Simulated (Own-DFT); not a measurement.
Simulation results for HfTi$_{23}$O$_{48}$ (rutile with substituted atoms, atoms displaced)

A calculation, not a measurement: plane-wave PBE density functional theory by an unreviewed code, no spin, of a simulated periodic cell, stress positive in tension, free energy of the whole cell less one offset for each atom, defect cell not probed for a lower state with spin; hafnium file: forces about 75 meV/angstrom off all-electron values; oxygen file: force components 24 meV/angstrom off all-electron in one glass; forces on such cells passed a denser k mesh, this cell's mesh not checked; offsets are fitted by least squares, one for each functional and potential file, so energies compare only between cells with the same atoms and settings and are not formation energies; the far tail of each file's local potential was reset to the Coulomb form; each entry is a single point on an unrelaxed cell, so the pressure reflects the starting lattice, mostly measured values (interpolated for alloys), from which strain is counted, and rises with the displacements; printed positions are rounded, which can move forces by about a meV/angstrom; the program, named Own-DFT, is a retired in-house code; no spin-orbit coupling; before rounding, a Quantum ESPRESSO 7.3.1 run of the same cell and cutoff gave forces within 1 meV/angstrom rms on each cell, which checks the program and not the settings. Program: Own-DFT development build.

Common to all runs: functional PBE; potential files PseudoDojo norm-conserving, scalar-relativistic, standard set; wave cutoff 72 hartree; occupations Fermi-Dirac; smearing width 0.1 eV; k mesh 3 x 3 x 3 centred on Gamma.

(1) HfTi$_{23}$O$_{48}$ (rutile with substituted atoms, atoms displaced)

```cif
# cell vector a (Å): 9.1874 0.0000 0.0000
# cell vector b (Å): 0.0000 9.1874 0.0000
# cell vector c (Å): 0.0000 0.0000 8.8761
data_HfTi23O48
_symmetry_space_group_name_H-M 'P 1'
_symmetry_Int_Tables_number 1
_cell_length_a 9.1874
_cell_length_b 9.1874
_cell_length_c 8.8761
_cell_angle_alpha 90.000
_cell_angle_beta 90.000
_cell_angle_gamma 90.000
_cell_volume 749.22
loop_
_atom_site_label
_atom_site_type_symbol
_atom_site_fract_x
_atom_site_fract_y
_atom_site_fract_z
_atom_site_occupancy
Ti1 Ti 0.99445 0.99890 0.99984 1
Ti2 Ti 0.25438 0.26146 0.16229 1
O1 O 0.14387 0.15029 0.00568 1
O2 O 0.33446 0.34971 0.99291 1
O3 O 0.40243 0.09438 0.16005 1
O4 O 0.08233 0.40291 0.16903 1
Ti3 Ti 0.99977 0.99512 0.33734 1
Ti4 Ti 0.25954 0.24885 0.47723 1
O5 O 0.14363 0.15811 0.32709 1
O6 O 0.35082 0.35562 0.34093 1
O7 O 0.40975 0.10598 0.49853 1
O8 O 0.10124 0.38480 0.50337 1
Ti5 Ti 0.98423 0.99666 0.66384 1
Ti6 Ti 0.23206 0.24207 0.83238 1
O9 O 0.15940 0.15260 0.66528 1
O10 O 0.35368 0.34262 0.66304 1
O11 O 0.40269 0.11201 0.84205 1
O12 O 0.09450 0.41160 0.83031 1
Ti7 Ti 0.98605 0.50767 0.00394 1
Ti8 Ti 0.24261 0.76275 0.16947 1
O13 O 0.15274 0.65142 0.00007 1
O14 O 0.33538 0.85967 0.99460 1
O15 O 0.40631 0.60313 0.14930 1
O16 O 0.10238 0.90057 0.18048 1
Ti9 Ti 0.00205 0.50136 0.33345 1
Ti10 Ti 0.23452 0.74706 0.50564 1
O17 O 0.13226 0.64521 0.32571 1
O18 O 0.34651 0.83178 0.34289 1
O19 O 0.39802 0.59720 0.50926 1
O20 O 0.10752 0.88911 0.50095 1
Ti11 Ti 0.98901 0.50418 0.66351 1
Ti12 Ti 0.25171 0.74210 0.82066 1
O21 O 0.16768 0.66573 0.65613 1
O22 O 0.33337 0.84359 0.64684 1
O23 O 0.40620 0.58300 0.82665 1
O24 O 0.10677 0.90085 0.82777 1
Ti13 Ti 0.49568 0.00330 0.99313 1
Ti14 Ti 0.75193 0.24878 0.15093 1
O25 O 0.64187 0.14886 0.99976 1
O26 O 0.86102 0.34363 0.99330 1
O27 O 0.89852 0.09138 0.17561 1
O28 O 0.60022 0.39971 0.16699 1
Ti15 Ti 0.49781 0.00686 0.33441 1
Hf1 Hf 0.75337 0.23288 0.51202 1
O29 O 0.67599 0.15240 0.33174 1
O30 O 0.84907 0.34713 0.34365 1
O31 O 0.89720 0.09737 0.50050 1
O32 O 0.61666 0.39468 0.49670 1
Ti16 Ti 0.50715 0.00480 0.65852 1
Ti17 Ti 0.74265 0.23538 0.82566 1
O33 O 0.65950 0.12909 0.66084 1
O34 O 0.84548 0.34731 0.66922 1
O35 O 0.90948 0.10037 0.81256 1
O36 O 0.59406 0.41435 0.81841 1
Ti18 Ti 0.50590 0.49741 0.99756 1
Ti19 Ti 0.75239 0.74734 0.16484 1
O37 O 0.66232 0.65275 0.00125 1
O38 O 0.84518 0.84462 0.00504 1
O39 O 0.89738 0.58834 0.15624 1
O40 O 0.58701 0.90511 0.16662 1
Ti20 Ti 0.50947 0.50549 0.33196 1
Ti21 Ti 0.74693 0.74935 0.49344 1
O41 O 0.65205 0.65779 0.33294 1
O42 O 0.83292 0.85357 0.33937 1
O43 O 0.90374 0.60123 0.49619 1
O44 O 0.60034 0.89415 0.48887 1
Ti22 Ti 0.49481 0.50942 0.66984 1
Ti23 Ti 0.75794 0.75824 0.83717 1
O45 O 0.65658 0.65153 0.66624 1
O46 O 0.85343 0.85702 0.64922 1
O47 O 0.91402 0.59394 0.83408 1
O48 O 0.60344 0.91236 0.83745 1
```

| Property | Result |
| --- | --- |
| free energy of cell above offsets | -9.967 eV |
| pressure | 12.56 GPa |
| stress xx | -11.67 GPa |
| stress yy | -11.97 GPa |
| stress zz | -14.05 GPa |
| stress yz | -0.19 GPa |
| stress xz | 1.15 GPa |
| stress xy | 0.3 GPa |

Force:
```csv
element,x (eV/Å),y (eV/Å),z (eV/Å)
Ti,2.041,0.757,-0.022
Ti,-0.891,0.167,-0.995
O,-0.515,-0.493,0.401
O,1.034,0.417,1.302
O,-0.92,1.47,1.518
O,2.052,-1.175,-0.575
Ti,0.447,0.73,0.108
Ti,-2.182,0.874,4.757
O,0.485,-0.797,-0.194
O,0.531,0.352,-2.403
O,0.966,-1.207,0.344
O,-1.152,2.143,0.107
Ti,4.517,0.052,-0.845
Ti,0.115,1.274,-2.743
O,-0.711,-0.907,-0.252
O,-0.189,0.139,-0.076
O,0.795,-1.281,-1.428
O,0.594,-0.837,-0.725
Ti,3.769,-1.462,-1.177
Ti,2.11,-1.79,-0.851
O,0.022,0.363,-0.211
O,0.521,-0.665,-0.014
O,0.634,-0.754,0.683
O,-1.907,1.329,-1.149
Ti,-0.7,-2.881,0.548
Ti,3.365,0.004,-6.059
O,1.93,1.551,-0.362
O,0.945,1.512,-1.871
O,1.109,-0.817,-2.1
O,-3.808,3.691,-0.984
Ti,1.506,-2.359,0.061
Ti,0.323,1.28,2.92
O,-5.257,-5.77,4.691
O,3.689,2.679,2.899
O,-2.172,2.901,2.249
O,-1.88,0.514,0.78
Ti,-1.968,-1.389,0.871
Ti,0.724,0.76,3.516
O,2.302,1.738,-0.668
O,-2.3,-1.904,-0.603
O,0.627,-0.636,-1.563
O,-0.079,0.023,-0.418
Ti,0.638,-1.205,-2.416
Hf,-0.755,5.988,-5.609
O,-3.873,-2.718,-3.558
O,1.06,1.114,-2.815
O,5.706,-4.806,-0.54
O,-3.851,3.585,-1.092
Ti,-2.762,-2.081,0.841
Ti,0.411,2.639,1.876
O,-1.729,-1.286,4.712
O,0.861,1.125,3.238
O,-1.543,0.647,3.253
O,2.726,-3.238,2.319
Ti,-1.026,-0.085,0.525
Ti,-1.285,0.466,1.219
O,-0.388,-0.048,-1.135
O,1.232,1.226,-0.479
O,-2.129,2.386,2.315
O,1.228,-0.916,0.138
Ti,-0.372,-0.238,1.814
Ti,-0.215,-1.141,1.172
O,-0.282,-0.805,-0.794
O,1.717,0.357,-1.364
O,-0.219,0.23,0.782
O,-1.444,1.614,1.328
Ti,-0.212,-2.151,-3.49
Ti,-1.63,-1.275,-1.698
O,1.016,1.424,0.899
O,-1.639,-1.927,1.547
O,-2.385,2.87,-1.191
O,0.62,-1.346,-1.264
```

(2) HfTi$_{23}$O$_{48}$ (rutile with substituted atoms, atoms displaced)

```cif
# cell vector a (Å): 9.1874 0.0000 0.0000
# cell vector b (Å): 0.0000 9.1874 0.0000
# cell vector c (Å): 0.0000 0.0000 8.8761
data_HfTi23O48
_symmetry_space_group_name_H-M 'P 1'
_symmetry_Int_Tables_number 1
_cell_length_a 9.1874
_cell_length_b 9.1874
_cell_length_c 8.8761
_cell_angle_alpha 90.000
_cell_angle_beta 90.000
_cell_angle_gamma 90.000
_cell_volume 749.22
loop_
_atom_site_label
_atom_site_type_symbol
_atom_site_fract_x
_atom_site_fract_y
_atom_site_fract_z
_atom_site_occupancy
Ti1 Ti 0.00199 0.00208 0.00228 1
Ti2 Ti 0.25293 0.25534 0.16685 1
O1 O 0.14586 0.14361 0.99801 1
O2 O 0.34622 0.34822 0.99997 1
O3 O 0.40775 0.09663 0.16708 1
O4 O 0.09178 0.40611 0.16204 1
Ti3 Ti 0.99334 0.00688 0.33200 1
Ti4 Ti 0.24530 0.24974 0.49523 1
O5 O 0.14855 0.14639 0.33323 1
O6 O 0.34898 0.35081 0.34077 1
O7 O 0.39726 0.10641 0.49113 1
O8 O 0.09321 0.39836 0.48948 1
Ti5 Ti 0.99630 0.99037 0.66473 1
Ti6 Ti 0.24936 0.24913 0.83850 1
O9 O 0.16346 0.16492 0.66721 1
O10 O 0.34865 0.35073 0.66907 1
O11 O 0.40480 0.09032 0.84555 1
O12 O 0.09960 0.39556 0.83296 1
Ti7 Ti 0.99805 0.51103 0.00970 1
Ti8 Ti 0.24870 0.75887 0.17384 1
O13 O 0.15318 0.64948 0.00135 1
O14 O 0.36072 0.84517 0.99231 1
O15 O 0.40128 0.60103 0.16455 1
O16 O 0.11147 0.90794 0.15720 1
Ti9 Ti 0.00631 0.49147 0.32247 1
Ti10 Ti 0.24455 0.75359 0.50617 1
O17 O 0.15276 0.65648 0.34013 1
O18 O 0.34398 0.84944 0.32318 1
O19 O 0.39599 0.59461 0.50735 1
O20 O 0.09619 0.90665 0.49185 1
Ti11 Ti 0.00912 0.48483 0.66187 1
Ti12 Ti 0.25216 0.75042 0.83025 1
O21 O 0.14878 0.66467 0.66940 1
O22 O 0.35557 0.85433 0.67581 1
O23 O 0.40757 0.59864 0.82216 1
O24 O 0.09831 0.91151 0.83041 1
Ti13 Ti 0.50982 0.00391 0.99962 1
Ti14 Ti 0.75288 0.25224 0.15902 1
O25 O 0.66070 0.16586 0.01541 1
O26 O 0.84379 0.34091 0.00112 1
O27 O 0.90857 0.10255 0.16437 1
O28 O 0.60977 0.39816 0.16949 1
Ti15 Ti 0.49905 0.99878 0.33896 1
Ti16 Ti 0.75130 0.25218 0.50236 1
O29 O 0.65240 0.15708 0.33703 1
O30 O 0.85110 0.34571 0.34146 1
O31 O 0.90315 0.09693 0.49470 1
O32 O 0.59192 0.40116 0.48681 1
Ti17 Ti 0.51057 0.00541 0.66359 1
Ti18 Ti 0.74555 0.24505 0.83210 1
O33 O 0.65208 0.14403 0.66731 1
O34 O 0.85351 0.34650 0.67234 1
O35 O 0.90095 0.09745 0.83118 1
O36 O 0.59565 0.39450 0.83005 1
Hf1 Hf 0.50799 0.49702 0.01498 1
Ti19 Ti 0.74813 0.74456 0.15180 1
O37 O 0.65516 0.65480 0.00658 1
O38 O 0.84932 0.84221 0.00308 1
O39 O 0.90487 0.58899 0.17824 1
O40 O 0.60698 0.90477 0.16044 1
Ti20 Ti 0.50592 0.50185 0.33000 1
Ti21 Ti 0.75194 0.74119 0.49735 1
O41 O 0.65378 0.65285 0.33938 1
O42 O 0.84413 0.85072 0.33861 1
O43 O 0.89406 0.59377 0.49399 1
O44 O 0.58631 0.90003 0.50626 1
Ti22 Ti 0.50357 0.50470 0.67339 1
Ti23 Ti 0.74797 0.75521 0.84152 1
O45 O 0.64867 0.65582 0.67342 1
O46 O 0.84553 0.84480 0.66153 1
O47 O 0.90354 0.60588 0.82900 1
O48 O 0.59424 0.90422 0.83180 1
```

| Item | Value |
| --- | --- |
| free energy of cell above offsets | -16.909 eV |
| pressure | 9.84 GPa |
| stress xx | -8.89 GPa |
| stress yy | -9.2 GPa |
| stress zz | -11.42 GPa |
| stress yz | -0.6 GPa |
| stress xz | -1.18 GPa |
| stress xy | -0.67 GPa |

Force:
```csv
element,x (eV/Å),y (eV/Å),z (eV/Å)
Ti,0.505,0.231,-0.633
Ti,0.679,-1.437,0.623
O,1.282,1.701,0.687
O,-0.894,-0.833,1.03
O,-0.822,0.912,0.039
O,1.723,-1.702,-0.535
Ti,-0.439,-0.895,0.177
Ti,0.897,-0.274,1.683
O,0.912,1.338,-0.817
O,-0.663,-0.141,-2.006
O,1.024,-1.208,0.235
O,0.343,0.246,1.113
Ti,0.04,0.135,0.264
Ti,0.444,-0.367,-2.236
O,-1.548,-1.673,-0.038
O,0.013,-0.249,0.059
O,-0.293,1.407,-0.702
O,-0.8,1.109,0.23
Ti,0.144,0.521,-3.361
Ti,0.118,-0.325,-1.285
O,-0.464,-0.155,-0.147
O,-0.751,-0.392,0.621
O,-0.504,0.336,1.797
O,-1.256,-0.065,0.317
Ti,-0.852,0.636,3.273
Ti,0.95,-0.472,-0.133
O,-0.235,-0.355,-0.465
O,1.049,0.61,1.415
O,0.161,0.655,-0.965
O,0.464,-0.238,0.839
Ti,-0.824,1.042,0.803
Ti,1.221,0.8,1.067
O,-0.443,-0.925,-0.624
O,-1.299,-0.653,-0.699
O,-1.02,0.656,0.896
O,0.134,-0.729,-0.139
Ti,-1.674,-0.637,0.359
Ti,1.845,-0.106,3.355
O,-2.428,-2.794,-2.724
O,1.514,1.871,-0.969
O,-0.314,-0.389,-0.074
O,-0.24,0.411,2.127
Ti,0.4,0.809,-0.592
Ti,-0.316,0.354,-2.142
O,-0.087,-0.779,0.315
O,0.284,0.116,-0.028
O,-0.292,0.471,0.81
O,1.035,-0.419,0.849
Ti,-2.304,-0.807,0.556
Ti,0.894,0.648,0.337
O,1.097,1.392,-0.02
O,-0.562,-0.242,-0.082
O,-0.454,-0.111,-0.152
O,1.101,-0.785,-0.444
Hf,-1.786,-0.207,-4.407
Ti,0.609,2.414,4.854
O,0.148,-0.072,-1.542
O,0.427,0.356,0.065
O,-1.559,1.576,-1.524
O,0.215,-0.587,0.771
Ti,-0.766,0.58,3.494
Ti,0.888,-0.195,0.069
O,-0.871,-0.415,-1.494
O,0.287,-0.027,-0.624
O,0.792,-0.283,0.71
O,0.457,-0.109,-0.799
Ti,-0.905,-0.469,-1.655
Ti,0.739,-0.505,-3.676
O,0.541,0.052,0.129
O,0.522,0.887,0.936
O,0.087,-0.755,0.629
O,1.676,-0.492,0.201
```

(3) HfTi$_{23}$O$_{48}$ (rutile with substituted atoms, atoms displaced)

```cif
# cell vector a (Å): 9.1874 0.0000 0.0000
# cell vector b (Å): 0.0000 9.1874 0.0000
# cell vector c (Å): 0.0000 0.0000 8.8761
data_HfTi23O48
_symmetry_space_group_name_H-M 'P 1'
_symmetry_Int_Tables_number 1
_cell_length_a 9.1874
_cell_length_b 9.1874
_cell_length_c 8.8761
_cell_angle_alpha 90.000
_cell_angle_beta 90.000
_cell_angle_gamma 90.000
_cell_volume 749.22
loop_
_atom_site_label
_atom_site_type_symbol
_atom_site_fract_x
_atom_site_fract_y
_atom_site_fract_z
_atom_site_occupancy
Ti1 Ti 0.99955 0.99886 0.00477 1
Ti2 Ti 0.24790 0.25828 0.16903 1
O1 O 0.15040 0.14869 0.99716 1
O2 O 0.34289 0.34240 0.99656 1
O3 O 0.39614 0.10125 0.16352 1
O4 O 0.09487 0.40106 0.16282 1
Ti3 Ti 0.00207 0.99905 0.33596 1
Ti4 Ti 0.24570 0.24538 0.49972 1
O5 O 0.14721 0.15056 0.32946 1
O6 O 0.34950 0.34925 0.33339 1
O7 O 0.39857 0.09081 0.50724 1
O8 O 0.09537 0.39830 0.51085 1
Ti5 Ti 0.99721 0.99879 0.67053 1
Hf1 Hf 0.24881 0.25410 0.83824 1
O9 O 0.15150 0.15615 0.66331 1
O10 O 0.34161 0.34774 0.66205 1
O11 O 0.39888 0.09775 0.83708 1
O12 O 0.10081 0.39399 0.83186 1
Ti6 Ti 0.00573 0.50694 0.01009 1
Ti7 Ti 0.25056 0.74876 0.16042 1
O13 O 0.14713 0.66067 0.00853 1
O14 O 0.34604 0.85284 0.99323 1
O15 O 0.40411 0.59578 0.16849 1
O16 O 0.08704 0.91051 0.15746 1
Ti8 Ti 0.99413 0.49754 0.33129 1
Ti9 Ti 0.23997 0.74087 0.50464 1
O17 O 0.15692 0.65884 0.33206 1
O18 O 0.34592 0.84083 0.32907 1
O19 O 0.40835 0.59504 0.49575 1
O20 O 0.09584 0.90344 0.49445 1
Ti10 Ti 0.00109 0.50249 0.67424 1
Ti11 Ti 0.24824 0.75290 0.83011 1
O21 O 0.15855 0.65973 0.66667 1
O22 O 0.34301 0.84819 0.66760 1
O23 O 0.39329 0.59590 0.83015 1
O24 O 0.10138 0.90815 0.84210 1
Ti12 Ti 0.50110 0.00534 0.99870 1
Ti13 Ti 0.74645 0.25257 0.16430 1
O25 O 0.64765 0.16588 0.00610 1
O26 O 0.85057 0.34241 0.99694 1
O27 O 0.90827 0.10094 0.17579 1
O28 O 0.59432 0.39471 0.16169 1
Ti14 Ti 0.49141 0.00419 0.33174 1
Ti15 Ti 0.75281 0.26136 0.50588 1
O29 O 0.65856 0.15108 0.32741 1
O30 O 0.85078 0.33967 0.33514 1
O31 O 0.89733 0.10038 0.49980 1
O32 O 0.58145 0.40418 0.49234 1
Ti16 Ti 0.50185 0.00526 0.66636 1
Ti17 Ti 0.74469 0.24514 0.84314 1
O33 O 0.66166 0.15667 0.67070 1
O34 O 0.84075 0.34805 0.67100 1
O35 O 0.89539 0.10279 0.83875 1
O36 O 0.60759 0.40053 0.84148 1
Ti18 Ti 0.50387 0.50919 0.00113 1
Ti19 Ti 0.75404 0.75527 0.16557 1
O37 O 0.65404 0.65244 0.99271 1
O38 O 0.84561 0.85162 0.99652 1
O39 O 0.90289 0.58881 0.16026 1
O40 O 0.59207 0.90184 0.17100 1
Ti20 Ti 0.51614 0.50524 0.32506 1
Ti21 Ti 0.74950 0.75236 0.50461 1
O41 O 0.66022 0.66087 0.34452 1
O42 O 0.84740 0.83432 0.34199 1
O43 O 0.90246 0.59493 0.49150 1
O44 O 0.59673 0.89533 0.50140 1
Ti22 Ti 0.49732 0.51132 0.65945 1
Ti23 Ti 0.75955 0.75481 0.83142 1
O45 O 0.64891 0.65464 0.66743 1
O46 O 0.85036 0.84606 0.66123 1
O47 O 0.91007 0.60198 0.83647 1
O48 O 0.59965 0.90453 0.83772 1
```

| Quantity | Value |
| --- | --- |
| free energy of cell above offsets | -16.874 eV |
| pressure | 10.05 GPa |
| stress xx | -9.52 GPa |
| stress yy | -9.39 GPa |
| stress zz | -11.25 GPa |
| stress yz | -0.12 GPa |
| stress xz | -0.87 GPa |
| stress xy | 0.53 GPa |

Force:
```csv
element,x (eV/Å),y (eV/Å),z (eV/Å)
Ti,0.111,2.496,-0.268
Ti,0.725,-0.713,0.302
O,-1.372,-1.014,2.602
O,2.865,3.129,4.369
O,0.671,-0.634,0.492
O,0.223,0.254,0.509
Ti,-0.7,1.026,-0.363
Ti,0.199,0.961,0.335
O,0.569,0.31,0.191
O,-0.637,-0.34,-0.419
O,0.259,0.214,-0.572
O,-0.37,0.826,-0.912
Ti,0.42,1.735,-0.181
Hf,0.479,-2.166,-2.53
O,-1.889,-2.408,-1.776
O,1.883,1.352,-2.029
O,2.585,-2.193,-0.479
O,-4.141,4.605,-0.314
Ti,-0.219,-1.634,-2.141
Ti,1.098,1.286,1.582
O,-0.294,-0.856,-1.002
O,0.126,-0.441,0.616
O,-0.208,0.449,-0.539
O,1.759,-2.23,1.716
Ti,0.333,-0.536,2.041
Ti,1.601,1.484,-2.121
O,-1.327,-1.341,-0.378
O,0.507,1.145,0.106
O,-1.11,1.169,0.021
O,0.28,-0.457,1.233
Ti,-0.296,-1.657,-0.693
Ti,1.206,1.266,0.533
O,-2.119,-1.877,0.568
O,0.455,0.219,0.142
O,0.468,-0.285,0.584
O,-0.537,-0.454,-1.352
Ti,-0.645,-0.291,-0.075
Ti,1.348,-0.832,0.999
O,-1.114,-2.036,0.122
O,0.69,0.953,0.72
O,-1.126,0.087,-0.683
O,-0.148,1.369,0.243
Ti,0.269,-0.264,-0.057
Ti,-0.188,-1.052,0.002
O,-1.192,-0.391,0.569
O,0.587,1.642,-0.129
O,0.489,-0.598,0.458
O,1.957,-1.064,0.638
Ti,0.356,-0.385,0.137
Ti,0.575,1.117,-0.921
O,-1.845,-1.316,-0.918
O,1.145,1.473,-0.489
O,1.01,-1.432,-1.052
O,-1.754,1.33,-0.159
Ti,-0.025,-1.008,-1.793
Ti,-0.835,0.829,0.834
O,0.174,0.22,0.766
O,-0.473,-0.676,0.674
O,-1.261,1.305,1.138
O,0.893,-0.496,-0.38
Ti,-0.951,-0.415,0.983
Ti,-0.599,0.145,-0.254
O,-1.447,-1.929,-2.26
O,1.04,1.305,-1.864
O,0.446,-0.3,0.741
O,-0.485,1.075,0.226
Ti,-0.484,-1.253,0.502
Ti,-1.084,-0.29,-0.02
O,0.447,-0.161,0.68
O,0.599,0.331,1.161
O,-0.303,0.327,-0.211
O,0.33,-0.012,-0.201
```

(4) HfTi$_{23}$O$_{48}$ (rutile with substituted atoms, atoms displaced)

```cif
# cell vector a (Å): 9.1874 0.0000 0.0000
# cell vector b (Å): 0.0000 9.1874 0.0000
# cell vector c (Å): 0.0000 0.0000 8.8761
data_HfTi23O48
_symmetry_space_group_name_H-M 'P 1'
_symmetry_Int_Tables_number 1
_cell_length_a 9.1874
_cell_length_b 9.1874
_cell_length_c 8.8761
_cell_angle_alpha 90.000
_cell_angle_beta 90.000
_cell_angle_gamma 90.000
_cell_volume 749.22
loop_
_atom_site_label
_atom_site_type_symbol
_atom_site_fract_x
_atom_site_fract_y
_atom_site_fract_z
_atom_site_occupancy
Ti1 Ti 0.01173 0.99946 0.00001 1
Ti2 Ti 0.24345 0.24213 0.15578 1
O1 O 0.16982 0.14804 0.99053 1
O2 O 0.35150 0.35052 0.99945 1
O3 O 0.38809 0.09590 0.17278 1
O4 O 0.09698 0.39884 0.16413 1
Ti3 Ti 0.98339 0.00672 0.33523 1
Ti4 Ti 0.25101 0.23452 0.50019 1
O5 O 0.16204 0.16394 0.32779 1
O6 O 0.35161 0.35067 0.34000 1
O7 O 0.40246 0.10458 0.50149 1
O8 O 0.09546 0.39192 0.50798 1
Hf1 Hf 0.99889 0.00007 0.65013 1
Ti5 Ti 0.25549 0.23776 0.82220 1
O9 O 0.14168 0.14587 0.65231 1
O10 O 0.33734 0.35714 0.66010 1
O11 O 0.40042 0.10193 0.83327 1
O12 O 0.09602 0.41538 0.83525 1
Ti6 Ti 0.01432 0.51095 0.00945 1
Ti7 Ti 0.24968 0.73418 0.17306 1
O13 O 0.15748 0.64702 0.00020 1
O14 O 0.34136 0.84835 0.01065 1
O15 O 0.39868 0.59546 0.16263 1
O16 O 0.10753 0.88899 0.15654 1
Ti8 Ti 0.99651 0.50174 0.33955 1
Ti9 Ti 0.23875 0.76238 0.48970 1
O17 O 0.15496 0.65302 0.33116 1
O18 O 0.32971 0.84686 0.33196 1
O19 O 0.41006 0.60865 0.49477 1
O20 O 0.10059 0.89489 0.50728 1
Ti10 Ti 0.99610 0.50282 0.65632 1
Ti11 Ti 0.24962 0.73546 0.81896 1
O21 O 0.14361 0.65198 0.66717 1
O22 O 0.34157 0.84492 0.65930 1
O23 O 0.39863 0.58778 0.83221 1
O24 O 0.08373 0.90896 0.84343 1
Ti12 Ti 0.51636 0.99323 0.00051 1
Ti13 Ti 0.74264 0.24760 0.16472 1
O25 O 0.64771 0.14831 0.99340 1
O26 O 0.83954 0.36713 0.99698 1
O27 O 0.89615 0.08948 0.17511 1
O28 O 0.59156 0.41756 0.16291 1
Ti14 Ti 0.50235 0.98193 0.33986 1
Ti15 Ti 0.76455 0.25832 0.49437 1
O29 O 0.67029 0.14701 0.33191 1
O30 O 0.85050 0.33917 0.33346 1
O31 O 0.90651 0.09263 0.49396 1
O32 O 0.59877 0.40548 0.52112 1
Ti16 Ti 0.50570 0.99419 0.65906 1
Ti17 Ti 0.76844 0.23587 0.83219 1
O33 O 0.65823 0.14057 0.66423 1
O34 O 0.85656 0.32586 0.66413 1
O35 O 0.91932 0.09602 0.83322 1
O36 O 0.60410 0.41668 0.82189 1
Ti18 Ti 0.48360 0.51480 0.99678 1
Ti19 Ti 0.74920 0.74601 0.17274 1
O37 O 0.64288 0.65209 0.99433 1
O38 O 0.84152 0.83926 0.01299 1
O39 O 0.90025 0.58319 0.17071 1
O40 O 0.60120 0.88899 0.16683 1
Ti20 Ti 0.48784 0.52128 0.34293 1
Ti21 Ti 0.75355 0.73875 0.48798 1
O41 O 0.65466 0.64890 0.34125 1
O42 O 0.85833 0.86060 0.33434 1
O43 O 0.90415 0.57972 0.51028 1
O44 O 0.59987 0.90295 0.51479 1
Ti22 Ti 0.50311 0.50810 0.65416 1
Ti23 Ti 0.74907 0.75199 0.83190 1
O45 O 0.66298 0.67022 0.66154 1
O46 O 0.83620 0.85995 0.65652 1
O47 O 0.90540 0.59819 0.83554 1
O48 O 0.60430 0.90979 0.82475 1
```

| Item | Value |
| --- | --- |
| free energy of cell above offsets | -10.100 eV |
| pressure | 13.72 GPa |
| stress xx | -13.02 GPa |
| stress yy | -11.58 GPa |
| stress zz | -16.57 GPa |
| stress yz | -0.54 GPa |
| stress xz | 0.95 GPa |
| stress xy | 0.96 GPa |

Force:
```csv
element,x (eV/Å),y (eV/Å),z (eV/Å)
Ti,0.49,-0.973,1.094
Ti,2.069,1.555,0.7
O,-2.084,-0.76,0.255
O,-0.641,-0.483,-0.448
O,2.884,-1.746,0.515
O,-0.182,0.302,1.225
Ti,3.235,0.455,-3.909
Ti,0.638,3.099,-1.526
O,-2.216,-1.992,0.535
O,0.502,1.133,0.007
O,1.774,-2.376,-0.647
O,-0.787,1.273,-1.202
Hf,-1.282,-2.121,6.838
Ti,0.607,2.575,0.137
O,3.589,3.022,1.37
O,0.252,-0.566,0.367
O,0.741,-1.005,-0.196
O,0.419,-1.382,0.058
Ti,-1.073,-2.334,-3.122
Ti,-0.382,2.587,-3.923
O,0.483,0.796,-0.351
O,1.465,-0.071,-1.273
O,-0.369,1.022,1.948
O,-1.663,1.513,0.663
Ti,1.751,-2.158,-1.835
Ti,0.798,-1.302,1.874
O,-1.984,-1.963,1.582
O,2.887,1.628,0.282
O,-1.666,1.851,1.28
O,0.87,-1.087,-3.96
Ti,2.908,-3.16,6.498
Ti,0.487,1.083,1.903
O,0.565,0.497,-0.646
O,0.259,-0.004,0.767
O,-1.997,2.562,-1.701
O,2.535,-3.15,-0.179
Ti,-3.06,-0.088,-0.562
Ti,-1.094,2.436,-1.339
O,0.762,0.271,0.748
O,-0.46,-2.794,0.175
O,0.338,0.874,-1.063
O,1.429,-1.649,0.916
Ti,-0.969,2.502,-1.541
Ti,-2.545,-0.539,1.285
O,-2.007,-0.98,0.335
O,0.785,1.369,-0.686
O,-2.779,3.27,-2.789
O,1.353,-0.771,-2.559
Ti,-0.795,2.617,2.483
Ti,-1.031,1.931,0.402
O,0.145,0.456,0.072
O,0.447,1.069,0.078
O,-2.685,2.323,2.239
O,-0.37,-0.275,-0.373
Ti,2.694,-3.742,-0.129
Ti,1.019,-0.69,-4.052
O,1.142,1.524,0.554
O,0.382,0.524,-0.002
O,-0.988,1.745,1.666
O,-1.112,1.095,1.335
Ti,-0.333,-5.532,-3.79
Ti,0.944,1.601,4.082
O,0.232,0.473,-0.639
O,-2.371,-3.425,0.237
O,-3.356,3.406,-3.713
O,0.265,-1.282,-3.37
Ti,0.48,-2.237,4.436
Ti,1.681,-1.036,0.798
O,-1.471,-1.61,-0.794
O,-0.793,-2.029,0.082
O,-1.217,1.35,-0.696
O,-0.54,-0.476,1.194
```
